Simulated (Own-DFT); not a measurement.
SiC (4H silicon carbide, atoms displaced) (calculated)

Computed with Own-DFT development build. A calculation, not a measurement: plane-wave PBE density functional theory by an unreviewed code, no spin, of a simulated periodic cell, stress positive in tension, free energy of the whole cell less one offset for each atom, forces on such cells passed a denser k mesh, this cell's mesh not checked; offsets are fitted by least squares, one for each functional and potential file, so energies compare only between cells with the same atoms and settings and are not formation energies; the far tail of each file's local potential was reset to the Coulomb form; each entry is a single point on an unrelaxed cell, so the pressure reflects the starting lattice, mostly measured values (interpolated for alloys), from which strain is counted, and rises with the displacements; printed positions are rounded, which can move forces by about a meV/angstrom; the program, named Own-DFT, is a retired in-house code; no spin-orbit coupling.

Settings shared by all entries: functional PBE; potential files PseudoDojo norm-conserving, scalar-relativistic, standard set; wave cutoff 42 hartree; occupations Fermi-Dirac; smearing width 0.1 eV; hardware one NVIDIA H200; k mesh 3 x 3 x 3 centred on Gamma.

(1) 
```cif
# cell vector a (Å): 12.3308 0.0000 0.0000
# cell vector b (Å): -6.1654 10.6788 0.0000
# cell vector c (Å): 0.0000 0.0000 10.0681
data_SiC
_symmetry_space_group_name_H-M 'P 1'
_symmetry_Int_Tables_number 1
_cell_length_a 12.3308
_cell_length_b 12.3308
_cell_length_c 10.0681
_cell_angle_alpha 90.000
_cell_angle_beta 90.000
_cell_angle_gamma 120.000
_cell_volume 1325.75
loop_
_atom_site_label
_atom_site_type_symbol
_atom_site_fract_x
_atom_site_fract_y
_atom_site_fract_z
_atom_site_occupancy
Si1 Si 0.99655 0.00145 0.41000 1
Si2 Si 0.08919 0.16834 0.15656 1
C1 C 0.99563 0.99748 0.09246 1
C2 C 0.08118 0.16266 0.34604 1
Si3 Si 0.99606 0.25275 0.40817 1
Si4 Si 0.07372 0.40894 0.15100 1
C3 C 0.00517 0.25183 0.09890 1
C4 C 0.07735 0.41456 0.34276 1
Si5 Si 0.99813 0.49613 0.41404 1
Si6 Si 0.09472 0.67212 0.15639 1
C5 C 0.01064 0.49879 0.10009 1
C6 C 0.07229 0.67803 0.33606 1
Si7 Si 0.00629 0.75703 0.40382 1
Si8 Si 0.07613 0.91040 0.14183 1
C7 C 0.00708 0.74873 0.08371 1
C8 C 0.08116 0.91349 0.33653 1
Si9 Si 0.24414 0.00194 0.40798 1
Si10 Si 0.33569 0.16628 0.16074 1
C9 C 0.24079 0.99278 0.09601 1
C10 C 0.33115 0.16824 0.34301 1
Si11 Si 0.24579 0.23822 0.40324 1
Si12 Si 0.32921 0.41156 0.16178 1
C11 C 0.24510 0.24845 0.08796 1
C12 C 0.32659 0.42127 0.34060 1
Si13 Si 0.24057 0.50043 0.40100 1
Si14 Si 0.33430 0.65829 0.15821 1
C13 C 0.23726 0.48386 0.09936 1
C14 C 0.32945 0.66236 0.34692 1
Si15 Si 0.24998 0.74809 0.40314 1
Si16 Si 0.32779 0.91267 0.15815 1
C15 C 0.24185 0.75353 0.09658 1
C16 C 0.33412 0.91758 0.34243 1
Si17 Si 0.50031 0.00059 0.40528 1
Si18 Si 0.58588 0.17437 0.15846 1
C17 C 0.50490 0.00746 0.10070 1
C18 C 0.59085 0.16914 0.34406 1
Si19 Si 0.49651 0.24832 0.39618 1
Si20 Si 0.57267 0.39876 0.16015 1
C19 C 0.49215 0.24587 0.08125 1
C20 C 0.58612 0.41227 0.33335 1
Si21 Si 0.49113 0.49282 0.41793 1
Si22 Si 0.58084 0.66208 0.16502 1
C21 C 0.50052 0.49861 0.08863 1
C22 C 0.58714 0.67543 0.33990 1
Si23 Si 0.49533 0.75388 0.41067 1
Si24 Si 0.57689 0.91867 0.15955 1
C23 C 0.49408 0.75988 0.09732 1
C24 C 0.58829 0.91134 0.34694 1
Si25 Si 0.73813 0.99096 0.41073 1
Si26 Si 0.83286 0.16905 0.15618 1
C25 C 0.75217 0.00645 0.09516 1
C26 C 0.82592 0.16319 0.34104 1
Si27 Si 0.73766 0.24780 0.41820 1
Si28 Si 0.83842 0.41393 0.15782 1
C27 C 0.74403 0.24652 0.09361 1
C28 C 0.82797 0.41758 0.33249 1
Si29 Si 0.75743 0.51081 0.40562 1
Si30 Si 0.84165 0.67406 0.16126 1
C29 C 0.75120 0.50101 0.09180 1
C30 C 0.82902 0.66661 0.34794 1
Si31 Si 0.76304 0.75081 0.40325 1
Si32 Si 0.83124 0.90991 0.15719 1
C31 C 0.73735 0.75031 0.09148 1
C32 C 0.84203 0.91879 0.34651 1
Si33 Si 0.01164 0.00584 0.89840 1
Si34 Si 0.91638 0.82347 0.66022 1
C33 C 0.98696 0.99407 0.58849 1
C34 C 0.91042 0.82147 0.85581 1
Si35 Si 0.99402 0.74528 0.90453 1
Si36 Si 0.90353 0.57258 0.65654 1
C35 C 0.99963 0.74359 0.59699 1
C36 C 0.92802 0.59416 0.84411 1
Si37 Si 0.99789 0.49172 0.91237 1
Si38 Si 0.92206 0.33659 0.64631 1
C37 C 0.00098 0.49757 0.59549 1
C38 C 0.91641 0.33258 0.84934 1
Si39 Si 0.99985 0.24916 0.90589 1
Si40 Si 0.92177 0.08897 0.65606 1
C39 C 0.00315 0.24970 0.59398 1
C40 C 0.92067 0.08370 0.83942 1
Si41 Si 0.74394 0.00010 0.89552 1
Si42 Si 0.66111 0.83661 0.65288 1
C41 C 0.74212 0.99943 0.59203 1
C42 C 0.67440 0.83569 0.84494 1
Si43 Si 0.75532 0.75147 0.90954 1
Si44 Si 0.66627 0.59039 0.65844 1
C43 C 0.73895 0.73930 0.59067 1
C44 C 0.66307 0.57791 0.83976 1
Si45 Si 0.75286 0.50822 0.91121 1
Si46 Si 0.66685 0.34156 0.66011 1
C45 C 0.75424 0.50448 0.60238 1
C46 C 0.67704 0.34442 0.83999 1
Si47 Si 0.75832 0.25464 0.90856 1
Si48 Si 0.66593 0.09356 0.65234 1
C47 C 0.75721 0.25614 0.59585 1
C48 C 0.66743 0.08710 0.84761 1
Si49 Si 0.49259 0.99688 0.91076 1
Si50 Si 0.42357 0.83375 0.65005 1
C49 C 0.49600 0.99944 0.60087 1
C50 C 0.42705 0.84264 0.84145 1
Si51 Si 0.49334 0.74349 0.91949 1
Si52 Si 0.42439 0.58804 0.64885 1
C51 C 0.50279 0.76012 0.59341 1
C52 C 0.41391 0.58019 0.83525 1
Si53 Si 0.49535 0.49592 0.90841 1
Si54 Si 0.41520 0.32585 0.65542 1
C53 C 0.50595 0.50502 0.59242 1
C54 C 0.42011 0.33271 0.84082 1
Si55 Si 0.51089 0.26199 0.89998 1
Si56 Si 0.41185 0.08367 0.65157 1
C55 C 0.49852 0.24866 0.59333 1
C56 C 0.41259 0.08502 0.84089 1
Si57 Si 0.24897 0.00096 0.90887 1
Si58 Si 0.16794 0.82623 0.65867 1
C57 C 0.24276 0.99413 0.58629 1
C58 C 0.17381 0.84828 0.83832 1
Si59 Si 0.24036 0.74321 0.89802 1
Si60 Si 0.16279 0.58599 0.66550 1
C59 C 0.23772 0.74985 0.59775 1
C60 C 0.17244 0.59428 0.84389 1
Si61 Si 0.25493 0.50513 0.90155 1
Si62 Si 0.16369 0.33239 0.65786 1
C61 C 0.24957 0.49639 0.58624 1
C62 C 0.16590 0.33074 0.84401 1
Si63 Si 0.24802 0.24664 0.89832 1
Si64 Si 0.16754 0.08795 0.65310 1
C63 C 0.26054 0.26216 0.58791 1
C64 C 0.16720 0.07682 0.84994 1
_calc_free_energy_of_cell_above_offsets '-5.007'  # eV
_calc_pressure 6.31  # GPa
_calc_stress_xx -5.46  # GPa
_calc_stress_yy -6.33  # GPa
_calc_stress_zz -7.13  # GPa
_calc_stress_yz -0.79  # GPa
_calc_stress_xz 0.31  # GPa
_calc_stress_xy 0.15  # GPa
_calc_wall_time 554.2  # s
```

Force:
```tsv
element	x (eV/Å)	y (eV/Å)	z (eV/Å)
Si	1.732	-0.57	-1.634
Si	-1.567	-1.676	0.326
C	0.645	0.514	-0.982
C	-0.294	1.113	0.005
Si	0.425	-1.616	-1.101
Si	2.383	0.367	2.425
C	-1.21	-2.006	-1.468
C	-0.23	0.339	-0.123
Si	-1.562	1.192	-2.802
Si	-4.024	-2.414	0.556
C	-3.405	1.322	-1.612
C	5.736	-3.594	0.611
Si	-2.964	0.259	2.229
Si	0.085	0.895	2.13
C	-1.374	-0.845	1.64
C	-0.808	1.712	0.366
Si	0.988	-1.613	-1.83
Si	-2.102	-1.36	-2.629
C	1.464	1.831	-0.281
C	1.583	-0.924	-0.242
Si	-2.289	3.508	0.394
Si	0.503	0.386	-1.985
C	2.193	0.083	0.577
C	1.57	-1.659	1.682
Si	1.19	-1.168	0.966
Si	-2.415	0.346	-0.25
C	1.479	3.11	-1.701
C	-0.211	1.155	-0.364
Si	-2.276	0.707	0.585
Si	0.396	1.632	-0.395
C	4.953	-0.27	-2.288
C	-0.122	0.087	0.975
Si	0.261	-0.349	0.391
Si	-0.112	-1.418	-0.784
C	-2.098	-0.841	-0.592
C	-3.731	-1.504	-0.206
Si	1.335	0.452	2.058
Si	0.375	4.161	-3.108
C	1.334	-0.257	2.221
C	-1.34	0.618	3.903
Si	0.599	1.506	-4.274
Si	-0.905	0.265	-2.059
C	-0.836	-0.725	1.958
C	-0.015	-1.506	3.074
Si	1.936	-1.574	-1.343
Si	2.405	1.369	-0.079
C	1.543	-2.874	0.535
C	-4.303	0.185	-1.145
Si	3.82	2.532	-0.827
Si	0.284	-0.865	0.138
C	-0.179	-1.767	-0.678
C	0.047	0.493	1.963
Si	3.859	2.023	-2.657
Si	-1.331	0.873	-2.054
C	1.433	1.823	-0.311
C	0.922	-0.06	4.62
Si	-0.25	-3.233	0.034
Si	-1.16	-1.665	-1.62
C	0.237	-0.297	1.463
C	3.458	0.582	-1.657
Si	-5.169	1.528	1.37
Si	-1.494	2.218	-0.204
C	2.783	-0.499	0.849
C	-2.504	-1.264	-0.502
Si	-3.789	-2.741	2.187
Si	-1.774	0.535	-0.049
C	2.208	0.495	2.314
C	1.098	3.33	-2.693
Si	2.373	2.542	0.034
Si	4.405	3.34	1.495
C	-0.222	0.02	-0.846
C	-0.374	-4.597	-0.451
Si	-0.334	2.785	-0.226
Si	0.051	-1.15	2.478
C	-1.001	0.809	0.432
C	1.412	0.301	-1.798
Si	0.475	-0.57	0.747
Si	-1.625	-1.95	-0.313
C	-0.808	0.419	-0.471
C	-0.449	0.203	0.483
Si	1.888	0.177	2.376
Si	2.668	-0.112	1.507
C	0.8	1.387	0.89
C	-1.717	-1.274	-0.501
Si	-2.992	-1.416	-0.303
Si	0.997	-2.401	0.359
C	0.937	3.99	-0.381
C	-0.615	1.39	1.446
Si	0.865	-0.27	-0.956
Si	0.728	-1.159	-0.961
C	-3.685	-1.493	-3.103
C	0.107	-0.88	1.605
Si	-2.406	-1.301	-0.165
Si	0.689	-2.061	1.801
C	-1.87	0.358	0.403
C	-1.078	0.611	-1.295
Si	0.799	2.247	-0.338
Si	-3.892	1.037	2.666
C	0.253	1.08	-2.297
C	-0.981	-3.332	0.247
Si	0.916	1.96	-3.164
Si	-1.858	-0.62	0.236
C	0.804	-3.083	-0.952
C	0.71	0.856	1.481
Si	0.651	0.766	-1.324
Si	0.198	2.565	0.286
C	-0.237	-1.674	1.443
C	-1.426	-0.065	-0.004
Si	-0.122	-2.501	-0.555
Si	0.038	-1.003	0.959
C	0.785	0.385	-1.252
C	0.865	0.86	0.549
Si	1.818	0.557	0.612
Si	-4.338	3.063	0.344
C	-0.018	1.083	1.546
C	-0.207	-3.751	0.837
Si	0.737	6.245	2.419
Si	1.56	-0.38	-2.634
C	5.777	-1.872	-2.325
C	-0.067	-5.45	0.239
Si	-0.834	-1.584	1.098
Si	1.429	1.13	-0.759
C	-0.788	1.402	1.613
C	-0.346	0.907	-0.518
Si	0.795	0.421	1.408
Si	-0.027	-1.263	-0.081
C	-1.62	-2.723	0.669
C	-0.008	2.649	-2.756
```

(2) 
```cif
# cell vector a (Å): 12.3308 0.0000 0.0000
# cell vector b (Å): -6.1654 10.6788 0.0000
# cell vector c (Å): 0.0000 0.0000 10.0681
data_SiC
_symmetry_space_group_name_H-M 'P 1'
_symmetry_Int_Tables_number 1
_cell_length_a 12.3308
_cell_length_b 12.3308
_cell_length_c 10.0681
_cell_angle_alpha 90.000
_cell_angle_beta 90.000
_cell_angle_gamma 120.000
_cell_volume 1325.75
loop_
_atom_site_label
_atom_site_type_symbol
_atom_site_fract_x
_atom_site_fract_y
_atom_site_fract_z
_atom_site_occupancy
Si1 Si 0.99647 0.00065 0.40914 1
Si2 Si 0.08036 0.15595 0.15149 1
C1 C 0.00489 0.00660 0.08982 1
C2 C 0.07811 0.17130 0.34663 1
Si3 Si 0.99478 0.24382 0.40474 1
Si4 Si 0.07322 0.41235 0.14776 1
C3 C 0.00544 0.26053 0.09256 1
C4 C 0.07584 0.40656 0.34424 1
Si5 Si 0.99322 0.49909 0.39520 1
Si6 Si 0.07517 0.66017 0.15436 1
C5 C 0.00083 0.50022 0.10465 1
C6 C 0.08466 0.66650 0.35253 1
Si7 Si 0.00147 0.74755 0.40325 1
Si8 Si 0.08487 0.92000 0.15648 1
C7 C 0.00273 0.75278 0.09217 1
C8 C 0.08246 0.92140 0.34880 1
Si9 Si 0.24712 0.01081 0.40573 1
Si10 Si 0.32027 0.15803 0.16456 1
C9 C 0.25009 0.99420 0.09794 1
C10 C 0.32907 0.15503 0.35311 1
Si11 Si 0.25007 0.25072 0.41732 1
Si12 Si 0.33671 0.41954 0.16170 1
C11 C 0.25206 0.25382 0.08922 1
C12 C 0.32975 0.41493 0.33922 1
Si13 Si 0.26196 0.50910 0.40181 1
Si14 Si 0.33612 0.66522 0.15928 1
C13 C 0.26311 0.51023 0.09661 1
C14 C 0.33385 0.67108 0.34126 1
Si15 Si 0.25244 0.74543 0.40366 1
Si16 Si 0.34066 0.92547 0.16124 1
C15 C 0.25624 0.75216 0.09814 1
C16 C 0.33710 0.91818 0.33478 1
Si17 Si 0.49729 0.99744 0.39463 1
Si18 Si 0.58100 0.17208 0.14326 1
C17 C 0.50801 0.99919 0.10298 1
C18 C 0.58188 0.16866 0.35339 1
Si19 Si 0.49962 0.25152 0.40806 1
Si20 Si 0.57734 0.41603 0.15876 1
C19 C 0.49966 0.24983 0.08796 1
C20 C 0.58014 0.41375 0.34286 1
Si21 Si 0.50900 0.50415 0.39905 1
Si22 Si 0.57592 0.66548 0.15501 1
C21 C 0.49196 0.49043 0.08708 1
C22 C 0.58397 0.66715 0.35704 1
Si23 Si 0.50354 0.74846 0.40977 1
Si24 Si 0.58844 0.90935 0.16207 1
C23 C 0.49618 0.74730 0.09056 1
C24 C 0.58378 0.92012 0.34176 1
Si25 Si 0.75423 0.00897 0.41791 1
Si26 Si 0.83660 0.17180 0.16722 1
C25 C 0.74652 0.99915 0.08680 1
C26 C 0.83523 0.16859 0.33996 1
Si27 Si 0.75519 0.24861 0.41109 1
Si28 Si 0.83364 0.41282 0.15120 1
C27 C 0.74956 0.24706 0.09748 1
C28 C 0.83293 0.40647 0.33541 1
Si29 Si 0.75519 0.50627 0.40383 1
Si30 Si 0.84026 0.66690 0.15058 1
C29 C 0.74664 0.49319 0.09044 1
C30 C 0.83844 0.67914 0.34508 1
Si31 Si 0.73553 0.74536 0.39819 1
Si32 Si 0.83603 0.92261 0.15949 1
C31 C 0.75384 0.75376 0.09341 1
C32 C 0.83121 0.91625 0.33059 1
Si33 Si 0.00842 0.00561 0.90213 1
Si34 Si 0.91162 0.83387 0.64976 1
C33 C 0.00458 0.00221 0.58439 1
C34 C 0.92313 0.84218 0.85311 1
Si35 Si 0.99304 0.74162 0.90796 1
Si36 Si 0.91600 0.58182 0.64576 1
C35 C 0.00195 0.74509 0.59801 1
C36 C 0.91781 0.58192 0.84396 1
Si37 Si 0.99133 0.49328 0.90296 1
Si38 Si 0.91508 0.32839 0.65587 1
C37 C 0.99544 0.50203 0.59171 1
C38 C 0.92675 0.33930 0.83441 1
Si39 Si 0.00243 0.24904 0.90219 1
Si40 Si 0.91651 0.08977 0.65680 1
C39 C 0.00940 0.25132 0.60111 1
C40 C 0.90725 0.07028 0.84589 1
Si41 Si 0.74770 0.99510 0.90146 1
Si42 Si 0.65435 0.82742 0.65571 1
C41 C 0.74805 0.99636 0.60185 1
C42 C 0.66762 0.82595 0.84898 1
Si43 Si 0.75284 0.75607 0.90415 1
Si44 Si 0.66302 0.57752 0.66049 1
C43 C 0.75950 0.75283 0.58776 1
C44 C 0.66158 0.57332 0.83980 1
Si45 Si 0.74944 0.50585 0.91475 1
Si46 Si 0.66850 0.32866 0.66363 1
C45 C 0.74820 0.50886 0.58049 1
C46 C 0.66582 0.32770 0.84868 1
Si47 Si 0.74923 0.25352 0.90127 1
Si48 Si 0.66506 0.07635 0.65291 1
C47 C 0.74695 0.24333 0.59088 1
C48 C 0.66621 0.08696 0.83401 1
Si49 Si 0.50220 0.00668 0.90320 1
Si50 Si 0.41536 0.82462 0.65362 1
C49 C 0.49433 0.00119 0.60107 1
C50 C 0.42989 0.83449 0.83748 1
Si51 Si 0.50232 0.75007 0.91123 1
Si52 Si 0.40806 0.57801 0.65254 1
C51 C 0.50481 0.75423 0.59110 1
C52 C 0.41455 0.57668 0.84381 1
Si53 Si 0.50293 0.49417 0.90634 1
Si54 Si 0.42303 0.33463 0.64761 1
C53 C 0.50322 0.50016 0.59754 1
C54 C 0.41090 0.33817 0.83669 1
Si55 Si 0.49783 0.25399 0.90654 1
Si56 Si 0.41197 0.08204 0.65144 1
C55 C 0.49977 0.25189 0.58395 1
C56 C 0.41147 0.08279 0.85189 1
Si57 Si 0.25867 0.00187 0.89173 1
Si58 Si 0.17783 0.83329 0.66617 1
C57 C 0.24086 0.98732 0.59431 1
C58 C 0.16317 0.83161 0.83605 1
Si59 Si 0.24980 0.75500 0.91736 1
Si60 Si 0.17919 0.59007 0.64615 1
C59 C 0.25607 0.75714 0.59432 1
C60 C 0.17774 0.58010 0.83829 1
Si61 Si 0.24900 0.50001 0.90165 1
Si62 Si 0.17221 0.33906 0.66501 1
C61 C 0.24635 0.49978 0.59920 1
C62 C 0.15569 0.32812 0.84321 1
Si63 Si 0.24319 0.24899 0.90332 1
Si64 Si 0.17535 0.08469 0.65026 1
C63 C 0.24492 0.24244 0.58728 1
C64 C 0.16854 0.07638 0.83772 1
_calc_free_energy_of_cell_above_offsets '-3.914'  # eV
_calc_pressure 6.55  # GPa
_calc_stress_xx -6.26  # GPa
_calc_stress_yy -5.64  # GPa
_calc_stress_zz -7.74  # GPa
_calc_stress_yz 0.13  # GPa
_calc_stress_xz 0.12  # GPa
_calc_stress_xy 0.51  # GPa
_calc_wall_time 517.6  # s
```

Force:
```tsv
element	x (eV/Å)	y (eV/Å)	z (eV/Å)
Si	-0.107	0.054	-2.072
Si	-0.711	5.424	1.961
C	0.033	-3.004	-0.525
C	2.849	-1.969	-1.229
Si	0.445	2.268	1.395
Si	3.778	2.575	3.28
C	0.016	-4.514	-1.375
C	0.39	2.609	-0.396
Si	2.183	-0.955	2.179
Si	2.095	2.87	1.329
C	-1.536	-0.483	-3.384
C	-0.058	-0.229	-2.47
Si	-0.478	1.885	2.132
Si	0.269	-0.387	0.481
C	0.328	-0.529	0.124
C	0.269	-0.778	-1.307
Si	1.663	-7.714	1.854
Si	1.562	1.081	-1.728
C	-1.013	1.142	-1.684
C	-0.802	7.364	-2.222
Si	-1.047	-0.391	-4.437
Si	-1.571	-1.217	-2.3
C	-0.405	-1.169	1.192
C	2.046	0.605	2.341
Si	-2.713	-2.942	0.325
Si	-1.368	1.266	-1.217
C	-1.871	-2.965	-1.071
C	2.519	-0.715	1.035
Si	-2.104	2.855	0.402
Si	0.586	-1.816	-2.087
C	-1.373	-0.178	0.521
C	-1.724	-0.837	3.322
Si	-0.537	1.332	2.288
Si	1.904	-1.538	3.056
C	-1.135	0.503	-2.127
C	0.897	0.164	-2.033
Si	0.791	-0.972	-1.568
Si	1.353	-0.755	-0.944
C	-2.01	0.464	1.31
C	0.746	1.014	-0.389
Si	-1.79	-2.05	2.292
Si	2.255	-0.224	-0.461
C	1.18	2.064	1.841
C	-3.142	-1.784	-3.915
Si	-1.792	1.797	-0.775
Si	-1.3	1.717	-1.599
C	0.847	0.469	1.913
C	1.801	-1.21	1.864
Si	0.079	-2.215	-2.64
Si	-0.036	-1.215	-4.61
C	1.323	0.665	1.419
C	-0.382	-0.902	3.427
Si	-2.345	-0.073	-1.541
Si	-0.976	-0.446	0.589
C	0.061	0.711	-1.713
C	-2.023	1.915	0.955
Si	0.034	-0.944	-1.879
Si	-2.173	0.023	1.183
C	-0.221	1.232	2.081
C	-0.14	-2.523	-1.567
Si	6.026	3.847	1.928
Si	-0.287	-0.423	-3.783
C	-0.525	-1.06	0.152
C	-0.803	0.381	4.945
Si	-0.898	-0.923	0.374
Si	3.663	1.126	1.496
C	-1.189	0.056	2.969
C	-0.367	-2.483	-1.866
Si	0.501	2.443	-1.235
Si	-0.948	0.486	1.53
C	-0.256	1.828	-0.826
C	-1.465	-0.748	-0.308
Si	2.531	2.146	0.279
Si	0.337	1.651	-1.545
C	2.244	-1.418	-1.024
C	-1.765	-2.241	2.016
Si	-3.043	-1.693	1.257
Si	1.993	-1.979	0.613
C	-2.154	0.152	-1.546
C	1.532	3.015	-0.839
Si	-1.498	0.338	0.785
Si	4.896	0.967	1.46
C	0.289	0.329	-1.158
C	-2.499	1.11	-1.777
Si	2.025	-1.567	1.011
Si	0.576	1.995	-1.734
C	-4.587	-1.758	0.081
C	0.646	2.146	1.536
Si	1.378	-1.519	-2.601
Si	-0.907	0.927	-2.292
C	1.622	-2.369	3.016
C	-1.886	2.033	-0.72
Si	2.858	-1.647	1.181
Si	-2.271	0.924	0.157
C	0.887	0.58	1.246
C	0.92	-0.184	1.768
Si	1.345	-1.707	0.737
Si	-0.327	3.172	0.857
C	1.844	-1.482	-2.038
C	-2.434	0.491	1.561
Si	-0.16	-1.321	-1.809
Si	2.642	1.023	1.652
C	-2.076	-2.856	-0.613
C	0.597	0.983	-0.256
Si	-2.433	1.018	-1.126
Si	-1.681	-0.276	1.086
C	-1.668	0.159	-2.165
C	1.368	-2.011	0.131
Si	-0.672	-0.657	-0.766
Si	0.136	0.174	0.515
C	0.819	-0.599	3.223
C	3.219	2.472	-2.632
Si	-3.867	-2.633	3.515
Si	-3.092	-1.51	-3.512
C	1.176	2.802	-0.743
C	0.986	-0.101	4.373
Si	1.838	-1.232	-2.432
Si	-4.248	-0.428	2.326
C	1.142	-1.945	-1.487
C	-4.237	2.082	0.166
Si	1.987	-0.432	2.228
Si	-0.178	-1.858	-1.982
C	2.105	-0.44	-2.894
C	3.126	1.317	0.522
Si	1.514	-0.313	-0.157
Si	-2.084	-1.981	0.666
C	0.904	2.875	3.599
C	-0.583	2.32	0.09
```
